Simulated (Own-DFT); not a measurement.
## Calculated data, Hf36O71 (tetragonal hafnia with one neutral oxygen vacancy, atoms displaced)

All values are calculated (Own-DFT development build). A calculation, not a measurement: plane-wave PBE and HSE06 DFT by an unreviewed code, no spin, of a simulated cell at Gamma alone, so results move with cell size and shape, stress positive in tension, energies less offsets, not probed for a lower state with spin; hafnium file: forces about 75 meV/angstrom off all-electron values; oxygen file: force components 24 meV/angstrom off all-electron in a glass; k mesh not checked against a denser one; forces and stress are PBE's, HSE06 gives the energy alone, and its difference from PBE has offsets of its own; offsets are fitted by least squares, one for each functional and potential file, so energies compare only between cells with the same atoms and settings and are not formation energies; the far tail of each file's local potential was reset to the Coulomb form; each entry is a single point on an unrelaxed cell, so the pressure reflects the starting lattice, taken from the Materials Project, from which strain is counted, and rises with the displacements; printed positions are rounded, which can move forces by about a meV/angstrom; the program is a retired in-house code; no spin-orbit coupling.

Common to all runs: first functional PBE; second functional HSE06; exact exchange share 0.25; screening 0.11 1/bohr; exchange divergence Gygi-Baldereschi; potential files PseudoDojo norm-conserving, scalar-relativistic, made for PBE, standard set; wave cutoff 48 hartree; occupations fixed; k mesh 1 x 1 x 1 centred on Gamma.

(1) Hf36O71 (tetragonal hafnia with one neutral oxygen vacancy, atoms displaced)

```
CELL_PARAMETERS angstrom
10.78000 0.00000 0.00000
0.00000 10.78000 0.00000
0.00000 0.00000 10.44930
ATOMIC_POSITIONS crystal
Hf 0.00132 0.99678 0.99488
Hf 0.17011 0.15250 0.24539
O 0.00228 0.17666 0.15540
O 0.16435 0.00191 0.36036
O 0.99879 0.16642 0.38704
O 0.17035 0.99575 0.09603
Hf 0.00233 0.99436 0.51322
Hf 0.17875 0.16422 0.74570
O 0.00508 0.17447 0.65347
O 0.15929 0.00379 0.85516
O 0.99666 0.17793 0.90705
O 0.16878 0.01025 0.58642
Hf 0.99907 0.33411 0.98189
Hf 0.17710 0.49295 0.25172
O 0.99774 0.49989 0.15649
O 0.16871 0.32476 0.34532
O 0.00581 0.51057 0.40320
O 0.16651 0.33640 0.10085
Hf 0.99970 0.33954 0.51211
Hf 0.16851 0.49749 0.76068
O 0.99596 0.48708 0.64764
O 0.16121 0.32835 0.84737
O 0.00095 0.49332 0.91163
O 0.17103 0.32609 0.61029
Hf 0.99935 0.66276 0.01297
Hf 0.16028 0.81706 0.24652
O 0.01040 0.85477 0.15152
O 0.16326 0.65115 0.35692
O 0.00815 0.83845 0.41918
O 0.16632 0.67703 0.09133
Hf 0.99873 0.66963 0.48945
Hf 0.16853 0.84148 0.75600
O 0.00074 0.83759 0.63911
O 0.15980 0.66537 0.85254
O 0.98356 0.83479 0.90429
O 0.15968 0.66038 0.59768
Hf 0.33889 0.00756 0.01382
Hf 0.49933 0.15818 0.24842
O 0.32594 0.17100 0.15059
O 0.50042 0.98294 0.34669
O 0.33979 0.17457 0.40636
O 0.50276 0.99282 0.10276
Hf 0.33998 0.00760 0.50228
Hf 0.49397 0.15415 0.74306
O 0.33846 0.15539 0.63799
O 0.49681 0.01011 0.83837
O 0.33423 0.15452 0.91843
O 0.50123 0.99933 0.60240
Hf 0.32920 0.33639 0.99934
Hf 0.50448 0.50551 0.25173
O 0.33905 0.49851 0.15818
O 0.50471 0.33853 0.34869
O 0.33286 0.51046 0.40707
O 0.49648 0.32683 0.10593
Hf 0.33702 0.32946 0.50326
Hf 0.48827 0.49841 0.75741
O 0.33469 0.49817 0.64756
O 0.49125 0.34209 0.84886
O 0.33554 0.50649 0.90104
O 0.50818 0.33216 0.59680
Hf 0.33085 0.67933 0.99933
Hf 0.51398 0.83373 0.25251
O 0.34137 0.84223 0.14271
O 0.49892 0.67481 0.35635
O 0.33916 0.83581 0.39830
O 0.50106 0.66752 0.08398
Hf 0.33224 0.66626 0.50008
Hf 0.50315 0.83684 0.75938
O 0.33720 0.82975 0.65655
O 0.49564 0.65478 0.84025
O 0.32207 0.83531 0.89825
O 0.48570 0.65480 0.59695
Hf 0.66692 0.00612 0.99746
Hf 0.82897 0.15317 0.25305
O 0.66552 0.17546 0.13363
O 0.83061 0.99176 0.35122
O 0.66986 0.17136 0.41732
O 0.82517 0.01688 0.09182
Hf 0.65789 0.99722 0.50340
Hf 0.83364 0.15912 0.75351
O 0.64961 0.16571 0.65391
O 0.84288 0.99286 0.85388
O 0.66093 0.16923 0.90657
O 0.82253 0.99933 0.59806
Hf 0.66312 0.33727 0.99623
Hf 0.84119 0.49897 0.24926
O 0.67212 0.49917 0.15734
O 0.83609 0.32891 0.34528
O 0.66631 0.49289 0.40238
O 0.82185 0.33173 0.10234
Hf 0.66905 0.34378 0.49972
Hf 0.82845 0.49895 0.76106
O 0.83591 0.32770 0.85438
O 0.66794 0.49859 0.91521
O 0.82485 0.33112 0.60194
Hf 0.67204 0.65873 0.99655
Hf 0.83320 0.82876 0.25404
O 0.65871 0.83635 0.14835
O 0.81857 0.66461 0.33341
O 0.67199 0.82992 0.40733
O 0.83598 0.65882 0.09720
Hf 0.66968 0.65937 0.49140
Hf 0.84481 0.84699 0.74223
O 0.67143 0.83804 0.62880
O 0.82313 0.67089 0.83937
O 0.67441 0.82139 0.91347
O 0.82623 0.67197 0.60394
```

| Property | Result |
| --- | --- |
| PBE energy of cell above offsets | -87.153 eV |
| HSE06 less PBE above offsets | 0.653 eV |
| PBE pressure | 4.9 GPa |
| PBE stress xx | -2.06 GPa |
| PBE stress yy | -7.6 GPa |
| PBE stress zz | -5.04 GPa |
| PBE stress yz | 0.82 GPa |
| PBE stress xz | 0.5 GPa |
| PBE stress xy | 0.05 GPa |

Force:
```csv
element,x (eV/Å),y (eV/Å),z (eV/Å)
Hf,-0.027,2.146,1.544
Hf,-3.924,1.186,1.577
O,-0.235,-1.288,-0.686
O,0.65,-1.177,-1.666
O,-0.565,-0.708,2.799
O,-0.304,0.601,0.327
Hf,-0.594,3.649,-2.935
Hf,-1.811,0.767,-0.242
O,-0.908,-1.031,0.747
O,-0.522,-0.231,-1.342
O,-0.254,-4.886,-2.224
O,0.788,-0.415,3.077
Hf,-0.856,-1.533,6.577
Hf,-0.973,-2.5,0.651
O,2.096,1.077,-0.69
O,0.54,1.405,0.663
O,-1.349,-2.428,-0.403
O,0.404,0.825,-1.321
Hf,-0.378,-1.172,-1.838
Hf,0.08,0.976,-2.494
O,0.121,0.294,1.782
O,1.166,-0.057,0.432
O,0.033,4.325,-2.099
O,0.539,-0.028,-0.916
Hf,-0.174,-0.644,-2.664
Hf,3.934,2.072,1.934
O,-3.114,-1.402,0.387
O,-0.231,3.145,-2.079
O,-0.447,-1.586,-3.968
O,-0.042,0.017,2.135
Hf,0.596,-1.192,3.617
Hf,0.901,-2.181,-0.753
O,0.852,0.634,2.535
O,-0.19,0.898,-0.432
O,1.279,-1.44,-0.182
O,-0.12,0.484,0.443
Hf,-0.947,-3.215,0.821
Hf,0.891,2.702,-0.374
O,2.708,-1.044,0.23
O,0.396,4.584,1.598
O,0.857,-2.367,-1.395
O,0.518,1.656,-0.266
Hf,-1.284,-2.293,-2.391
Hf,1.723,5.167,-0.314
O,-0.926,0.952,1.656
O,0.464,-4.691,3.032
O,-0.535,3.918,-3.361
O,-1.035,-0.465,0.169
Hf,0.993,0.015,1.404
Hf,0.269,-0.957,0.262
O,-0.453,0.469,-0.842
O,-0.622,-0.759,-0.534
O,0.066,-2.91,-1.195
O,-0.48,0.428,-1.16
Hf,0.445,2.853,-0.27
Hf,1.055,-0.371,-3.429
O,-1.859,-0.828,1.325
O,-0.282,-2.785,0.754
O,-1.596,-0.616,0.526
O,-1.836,0.599,0.161
Hf,1.547,-0.733,-0.11
Hf,-3.131,-2.408,-0.482
O,-1.11,-1.633,1.273
O,0.898,-1.553,-1.325
O,-1.387,-0.315,0.816
O,-0.192,-0.374,0.913
Hf,-0.548,1.567,0.538
Hf,0.559,-2.203,-2.148
O,-0.868,0.965,0.672
O,0.418,4.244,1.373
O,0.773,1.08,-0.286
O,3.308,0.402,0.214
Hf,-0.119,-0.358,0.876
Hf,1.884,3.043,-0.502
O,-1.427,-1.855,3.11
O,-0.032,-0.637,-0.452
O,-0.491,-1.637,-2.02
O,1.492,-1.115,0.587
Hf,1.218,0.11,-0.682
Hf,-0.762,1.914,-0.78
O,3.043,-0.885,0.843
O,-0.89,2.608,-0.468
O,0.457,-0.733,-1.997
O,2.058,1.038,1.363
Hf,0.212,-2.24,2.897
Hf,-1.083,-3.774,-0.276
O,-1.267,0.81,-0.013
O,0.021,1.098,0.572
O,0.179,2.78,-0.625
O,1.497,0.805,-1.205
Hf,-0.504,-2.571,0.675
Hf,-0.342,0.377,-2.109
O,-0.647,0.543,-1.013
O,0.566,0.043,-2.646
O,1.101,-0.142,0.574
Hf,-0.58,0.947,1.305
Hf,-1.711,1.85,-0.906
O,4.157,-0.291,0.301
O,0.856,0.703,1.912
O,0.192,0.263,-2.157
O,0.083,1.274,0.32
Hf,-1.476,0.92,2.454
Hf,-2.433,-3.724,-0.613
O,-1.589,-0.18,3.771
O,0.808,-0.967,0.601
O,-1.564,3.296,-2.029
O,1.334,-1.003,-1.814
```

(2) Hf36O71 (tetragonal hafnia with one neutral oxygen vacancy, atoms displaced)

```
CELL_PARAMETERS angstrom
10.78000 0.00000 0.00000
0.00000 10.78000 0.00000
0.00000 0.00000 10.44930
ATOMIC_POSITIONS crystal
Hf 0.00599 0.98836 0.99806
Hf 0.17036 0.17162 0.24563
O 0.00110 0.17279 0.14993
O 0.16032 0.99490 0.34910
O 0.99491 0.16519 0.39867
O 0.17119 0.99363 0.10215
Hf 0.00703 0.00527 0.49297
Hf 0.16784 0.15803 0.75256
O 0.98980 0.16956 0.64546
O 0.15495 0.00204 0.84838
O 0.99749 0.17141 0.90169
O 0.16116 0.99564 0.59361
Hf 0.99905 0.32218 0.01004
Hf 0.16637 0.48854 0.24738
O 0.00361 0.50290 0.15981
O 0.16573 0.33105 0.35062
O 0.00204 0.50877 0.40575
O 0.16868 0.32467 0.09152
Hf 0.00273 0.33735 0.49695
Hf 0.16352 0.50091 0.75307
O 0.00361 0.50621 0.65355
O 0.16821 0.33587 0.84887
O 0.00265 0.49901 0.90917
O 0.16562 0.33529 0.59086
Hf 0.00871 0.67526 0.99741
Hf 0.15623 0.83299 0.24494
O 0.00208 0.83833 0.15060
O 0.16620 0.66802 0.34781
O 0.00750 0.83089 0.40789
O 0.16503 0.66506 0.09729
Hf 0.99745 0.66408 0.49256
Hf 0.17109 0.83352 0.75049
O 0.99730 0.84238 0.64915
O 0.17150 0.67094 0.85522
O 0.00357 0.83910 0.90211
O 0.16984 0.66887 0.60048
Hf 0.33376 0.00788 0.99819
Hf 0.50211 0.15856 0.25586
O 0.32975 0.15969 0.15806
O 0.50784 0.99679 0.34998
O 0.32677 0.16695 0.40358
O 0.50200 0.00324 0.09798
Hf 0.33772 0.99532 0.49903
Hf 0.49637 0.16317 0.75380
O 0.33694 0.16691 0.65259
O 0.50679 0.99938 0.84533
O 0.33709 0.17119 0.90255
O 0.49904 0.00302 0.59565
Hf 0.33369 0.33082 0.99443
Hf 0.50343 0.50061 0.24382
O 0.33612 0.49955 0.14223
O 0.50053 0.33758 0.35406
O 0.33982 0.49360 0.40357
O 0.50411 0.33537 0.10192
Hf 0.33668 0.33415 0.50079
Hf 0.50023 0.49798 0.75573
O 0.33250 0.49577 0.64605
O 0.49577 0.33227 0.85969
O 0.33622 0.49510 0.90338
O 0.50181 0.33288 0.59242
Hf 0.33906 0.66317 0.98813
Hf 0.50008 0.83532 0.24519
O 0.33956 0.83160 0.15734
O 0.50398 0.66748 0.35570
O 0.33053 0.83301 0.39844
O 0.49968 0.66725 0.09884
Hf 0.32689 0.66585 0.49941
Hf 0.49841 0.82940 0.75010
O 0.33170 0.82416 0.65016
O 0.49684 0.66075 0.85094
O 0.34278 0.82994 0.90141
O 0.50300 0.65329 0.59541
Hf 0.66720 0.00583 0.00314
Hf 0.83692 0.17109 0.24591
O 0.66584 0.16937 0.14888
O 0.83235 0.99879 0.34822
O 0.66494 0.16668 0.40192
O 0.83466 0.00128 0.09964
Hf 0.66658 0.99675 0.50310
Hf 0.83160 0.15608 0.75184
O 0.66927 0.16514 0.65252
O 0.83925 0.99021 0.85015
O 0.66348 0.17206 0.91181
O 0.84025 0.99307 0.60527
Hf 0.66660 0.33861 0.00132
Hf 0.83337 0.50952 0.25376
O 0.67209 0.50265 0.15499
O 0.83871 0.33251 0.34837
O 0.66488 0.49510 0.40077
O 0.83668 0.33052 0.10694
Hf 0.66588 0.32481 0.50625
Hf 0.82918 0.50448 0.75193
O 0.66955 0.49667 0.65472
O 0.66009 0.49836 0.90218
O 0.83263 0.33594 0.60368
Hf 0.66092 0.66825 0.00096
Hf 0.82622 0.84079 0.24160
O 0.66230 0.83749 0.15080
O 0.82830 0.67422 0.35586
O 0.67356 0.83465 0.40455
O 0.83568 0.66921 0.10311
Hf 0.67083 0.67360 0.49851
Hf 0.82916 0.83496 0.75037
O 0.66808 0.83571 0.66076
O 0.83661 0.66643 0.84022
O 0.66678 0.84017 0.91138
O 0.83585 0.66898 0.61239
```

| Quantity | Value |
| --- | --- |
| PBE energy of cell above offsets | -96.614 eV |
| HSE06 less PBE above offsets | 0.092 eV |
| PBE pressure | 2 GPa |
| PBE stress xx | -1.27 GPa |
| PBE stress yy | -2.67 GPa |
| PBE stress zz | -2.07 GPa |
| PBE stress yz | -0.06 GPa |
| PBE stress xz | -0.43 GPa |
| PBE stress xy | 0.07 GPa |

Force:
```csv
element,x (eV/Å),y (eV/Å),z (eV/Å)
Hf,-1.162,2.888,1.083
Hf,-1.238,-1.348,1.69
O,0.633,-0.633,0.162
O,0.255,1.315,-0.809
O,0.413,1.099,-0.375
O,-0.085,0.331,-1.283
Hf,-1.7,-1.417,0.556
Hf,-1.65,2.999,-1.871
O,1.974,-0.325,0.941
O,1.444,-0.637,0.601
O,-0.046,-1.535,-0.357
O,2.808,0.754,1.422
Hf,-0.916,1.912,-1.616
Hf,1.149,2.454,0.067
O,-0.42,-0.476,0.011
O,-0.421,0.139,-0.727
O,-0.179,-2.413,-1.235
O,0.618,0.253,1.504
Hf,-1.522,-0.887,0.951
Hf,-0.156,-0.432,-0.746
O,-0.452,-0.37,0.199
O,0.495,-1.307,-0.625
O,0.006,0.342,0.118
O,0.097,-0.361,0.716
Hf,-1.123,-2.544,0.361
Hf,2.856,-0.586,2.134
O,-1.876,0.05,-1.04
O,0.362,-1.194,-0.382
O,-0.283,0.379,-1.401
O,0.88,0.6,-0.247
Hf,0.299,2.353,2.811
Hf,-2.299,-0.827,-1.822
O,1.365,-0.888,1.748
O,-0.087,-0.131,-0.673
O,0.394,-2.125,-0.767
O,-0.998,0.082,0.305
Hf,0.695,-1.704,1.678
Hf,0.662,2.397,-0.189
O,1.64,-0.111,-1.263
O,-0.516,-0.056,0.243
O,0.518,-1.124,-0.115
O,-1.017,0.248,-0.135
Hf,-1.604,0.187,-0.983
Hf,1.366,1.317,-0.628
O,-0.989,-0.483,0.753
O,-0.731,-0.104,0.062
O,-0.491,-2.287,-0.768
O,0.063,-0.562,0.604
Hf,0.933,2.061,1.416
Hf,-0.473,-0.516,2.027
O,-0.766,-0.105,0.851
O,-0.184,-1.551,-1.31
O,-0.889,1.31,-0.814
O,-1.082,-0.05,-0.035
Hf,0.108,0.486,-0.045
Hf,0.191,-0.852,-2.229
O,-0.043,0.087,1.513
O,0.186,-0.427,-1.444
O,-0.104,0.762,-1.031
O,-0.289,-0.406,1.904
Hf,-1.211,-0.435,2.53
Hf,-1.137,-1.536,1.514
O,-1.156,0.243,-0.985
O,0.12,0.577,-1.628
O,0.562,0.502,0.964
O,0.444,-0.121,-0.224
Hf,1.138,-0.82,-0.852
Hf,0.12,-0.172,-0.039
O,1.133,0.951,0.307
O,0.367,1.238,-0.054
O,-0.371,2.049,-0.389
O,-0.266,1.233,0.837
Hf,0.452,0.4,0.133
Hf,-0.509,0.075,0.988
O,0.028,-0.581,1.073
O,-0.081,0.25,-0.356
O,-0.126,-0.933,0.009
O,0.324,-0.269,-0.249
Hf,1.794,0.864,-0.119
Hf,0.889,1.41,-0.251
O,-0.91,-0.413,0.497
O,-0.414,2.053,0.989
O,0.47,-0.844,-1.318
O,-1.899,0.629,-1.018
Hf,0.766,-0.785,0.725
Hf,-0.019,-0.968,0.522
O,-0.278,0.291,-0.945
O,0.146,0.742,-0.034
O,0.856,0.829,0.47
O,-0.852,0.279,-0.954
Hf,0.94,1.896,-0.832
Hf,1.047,-1.615,-0.635
O,-0.916,0.104,0.564
O,0.404,1.187,0.097
O,0.559,0.107,-0.338
Hf,1.578,-0.044,0.231
Hf,0.565,-0.292,1.378
O,0.578,-0.173,-0.1
O,0.44,-0.363,-0.58
O,-0.378,0.586,-0.154
O,-0.264,0.321,-0.689
Hf,-0.378,-2.529,0.365
Hf,2.161,-0.925,-1.204
O,-1.921,-0.014,-0.999
O,-0.396,0.784,2.193
O,-0.426,-1.669,-0.688
O,-0.594,-0.14,-2.207
```

(3) Hf36O71 (tetragonal hafnia with one neutral oxygen vacancy, atoms displaced)

```
CELL_PARAMETERS angstrom
10.78000 0.00000 0.00000
0.00000 10.78000 0.00000
0.00000 0.00000 10.44930
ATOMIC_POSITIONS crystal
Hf 0.99891 0.99919 0.99821
Hf 0.16648 0.16939 0.25206
O 0.00119 0.16552 0.15355
O 0.16859 0.00235 0.34594
O 0.99851 0.16805 0.40257
O 0.15783 0.99380 0.10009
Hf 0.99985 0.99778 0.50059
Hf 0.17009 0.16684 0.75288
O 0.99553 0.16468 0.65806
O 0.16827 0.99532 0.85101
O 0.00427 0.16883 0.89995
O 0.16743 0.00486 0.60036
Hf 0.99904 0.33221 0.00277
Hf 0.16812 0.49948 0.24864
O 0.00042 0.50102 0.15197
O 0.16379 0.33459 0.34175
O 0.99224 0.50454 0.40354
O 0.16523 0.32634 0.09897
Hf 0.00047 0.33588 0.49998
Hf 0.17083 0.49922 0.74778
O 0.99709 0.49700 0.65425
O 0.16591 0.33098 0.85155
O 0.99430 0.49777 0.90245
O 0.16058 0.33517 0.59947
Hf 0.00057 0.66648 0.99971
Hf 0.16404 0.83353 0.25010
O 0.00422 0.83464 0.15233
O 0.16845 0.67173 0.34681
O 0.00249 0.83206 0.40470
O 0.16099 0.66385 0.09459
Hf 0.99928 0.66764 0.49900
Hf 0.16861 0.83938 0.75259
O 0.99731 0.83690 0.65333
O 0.16979 0.66171 0.84864
O 0.00043 0.83428 0.90326
O 0.16698 0.66835 0.59479
Hf 0.33765 0.99703 0.00409
Hf 0.49399 0.17001 0.25428
O 0.32937 0.17266 0.15596
O 0.50621 0.99927 0.34747
O 0.33536 0.16328 0.40144
O 0.50263 0.99901 0.09723
Hf 0.33392 0.00323 0.49864
Hf 0.49822 0.17184 0.75057
O 0.33423 0.16502 0.65456
O 0.49895 0.00724 0.84938
O 0.33693 0.17069 0.89868
O 0.50009 0.00043 0.60336
Hf 0.33050 0.33568 0.99561
Hf 0.49918 0.50031 0.25035
O 0.33493 0.50211 0.14940
O 0.50246 0.33278 0.35221
O 0.33419 0.49774 0.40434
O 0.50355 0.33706 0.09665
Hf 0.33506 0.33085 0.49940
Hf 0.50390 0.49867 0.75826
O 0.33237 0.49949 0.65549
O 0.49952 0.33324 0.85027
O 0.33422 0.49939 0.89867
O 0.50032 0.33246 0.59421
Hf 0.33423 0.66624 0.99749
Hf 0.50272 0.83492 0.24472
O 0.33607 0.83107 0.14986
O 0.49890 0.67274 0.34844
O 0.33799 0.83558 0.40913
O 0.49774 0.67061 0.09654
Hf 0.33750 0.66499 0.49921
Hf 0.49308 0.83245 0.75100
O 0.33624 0.83404 0.65212
O 0.50030 0.66751 0.84914
O 0.33107 0.83242 0.90178
O 0.50170 0.66355 0.59530
Hf 0.66989 0.00355 0.99635
Hf 0.83535 0.16428 0.24597
O 0.67284 0.16611 0.15689
O 0.83418 0.00000 0.34572
O 0.66600 0.16279 0.40384
O 0.82846 0.99341 0.10376
Hf 0.66732 0.00025 0.49819
Hf 0.82972 0.16669 0.74625
O 0.83372 0.00134 0.84297
O 0.66825 0.17006 0.90128
O 0.83248 0.99924 0.59697
Hf 0.66671 0.33205 0.99640
Hf 0.82740 0.50394 0.24816
O 0.67005 0.50874 0.15001
O 0.83662 0.33631 0.34513
O 0.66948 0.50412 0.40284
O 0.83252 0.33472 0.10140
Hf 0.67274 0.33609 0.49916
Hf 0.82820 0.50150 0.74653
O 0.66776 0.49993 0.65163
O 0.83979 0.33621 0.84830
O 0.66409 0.50210 0.90610
O 0.83423 0.33688 0.60004
Hf 0.66660 0.66473 0.00143
Hf 0.83145 0.83840 0.25280
O 0.66576 0.83160 0.15403
O 0.83058 0.66703 0.34843
O 0.66404 0.83065 0.39624
O 0.83289 0.66805 0.09791
Hf 0.66932 0.66822 0.50334
Hf 0.83027 0.83733 0.75198
O 0.66582 0.83481 0.64924
O 0.83209 0.66364 0.84931
O 0.67122 0.83380 0.90168
O 0.83506 0.67086 0.59733
```

| Item | Value |
| --- | --- |
| PBE energy of cell above offsets | -100.584 eV |
| HSE06 less PBE above offsets | -0.119 eV |
| PBE pressure | 0.88 GPa |
| PBE stress xx | -0.27 GPa |
| PBE stress yy | -0.89 GPa |
| PBE stress zz | -1.47 GPa |
| PBE stress yz | -0.36 GPa |
| PBE stress xz | -0.96 GPa |
| PBE stress xy | 0 GPa |

Force:
```csv
element,x (eV/Å),y (eV/Å),z (eV/Å)
Hf,0.139,0.267,0.417
Hf,-1.07,-0.564,-0.522
O,-0.37,-0.13,-0.382
O,0,-0.353,0.486
O,0.236,-0.313,0.428
O,1.976,0.542,-0.57
Hf,0.143,0.57,0.327
Hf,-1.364,-0.167,0.054
O,0.767,-0.007,-0.471
O,0.172,1.393,0.12
O,-0.106,-0.903,0.792
O,0.064,-0.327,-0.174
Hf,-0.411,0.699,-0.64
Hf,-0.914,1.077,-0.375
O,0.126,-0.21,0.448
O,0.289,0.181,1.131
O,0.871,-0.579,0.015
O,0.582,0.72,-0.21
Hf,-0.835,0.278,-0.217
Hf,-1.691,0.084,0.324
O,0.446,0.368,-0.149
O,0.632,0.735,-0.344
O,0.631,0.371,0.548
O,1.581,-0.41,-0.321
Hf,-0.859,-0.838,-0.366
Hf,0.418,0.455,-0.267
O,-1.305,-0.235,0.332
O,0.221,-1.336,-0.215
O,-0.122,0.639,-0.44
O,1.706,0.096,0.344
Hf,0.265,-0.333,0.493
Hf,-0.746,-1.683,-0.774
O,0.696,0.243,0.292
O,-0.044,1,-0.402
O,-0.074,-0.104,-0.254
O,0.157,-0.215,0.122
Hf,-0.93,0.304,-0.255
Hf,1.433,-0.722,-0.347
O,0.989,-0.606,-0.555
O,-0.581,0.688,-0.216
O,0.114,1.23,-0.219
O,-0.207,0.366,-0.081
Hf,0.238,-1.419,0.69
Hf,0.685,-0.971,-0.656
O,-0.184,0.559,-0.573
O,-0.116,-1.124,0.112
O,-0.405,-0.722,0.766
O,0.272,0.584,-0.672
Hf,-0.245,-0.424,0.712
Hf,0.508,0.713,0.066
O,-0.242,-0.202,0.252
O,-0.34,0.405,-0.592
O,0.042,-0.207,-0.432
O,-0.465,-0.168,0.263
Hf,-0.247,0.458,0.679
Hf,-0.486,0.535,-1.209
O,1.082,-0.249,-0.404
O,0.242,0.336,-0.075
O,0.274,-0.047,0.287
O,0.212,-0.304,0.515
Hf,-0.893,-0.058,0.545
Hf,-0.023,-0.224,1.046
O,-0.891,0.477,-0.037
O,-0.355,-1.507,-0.519
O,-0.298,0.118,-0.344
O,0.292,-0.42,-0.054
Hf,-0.514,0.765,-0.037
Hf,1.516,0.992,-0.328
O,-0.796,-0.073,0.335
O,-0.184,-0.127,-0.092
O,0.468,0.419,-0.089
O,-0.186,0.026,0.74
Hf,-0.426,-0.76,0.39
Hf,0.312,1.032,0.993
O,-1.785,0.049,-0.715
O,0.174,0.152,0.797
O,0.2,1.246,0.75
O,0.883,0.398,-1.069
Hf,-0.759,-0.825,0.226
Hf,0.151,0.938,0.08
O,-0.194,0.601,0.949
O,0.119,-0.392,-0.399
O,-0.27,0.455,-0.15
Hf,0.924,0.373,1.009
Hf,1.625,-0.072,0.411
O,-1.697,-0.266,0.165
O,-0.608,-0.612,0.348
O,-0.395,-0.53,-0.191
O,-0.327,-0.165,-0.686
Hf,-0.227,-0.567,-0.307
Hf,2.154,-0.163,1.06
O,-0.963,-0.041,-0.046
O,-1.047,-0.714,-0.271
O,-0.382,-0.835,-0.852
O,-0.373,-0.686,-0.375
Hf,0.723,1.031,0.374
Hf,0.039,-1.391,-0.667
O,0.334,-0.014,-0.574
O,0.201,0.697,-0.078
O,0.554,0.508,0.749
O,0.26,0.13,-0.091
Hf,0.02,0.718,-0.75
Hf,-0.057,-1.354,-0.432
O,-0.378,-0.272,0.46
O,-0.244,0.752,-0.445
O,-0.256,0.407,0.241
O,-0.27,-0.236,0.285
```
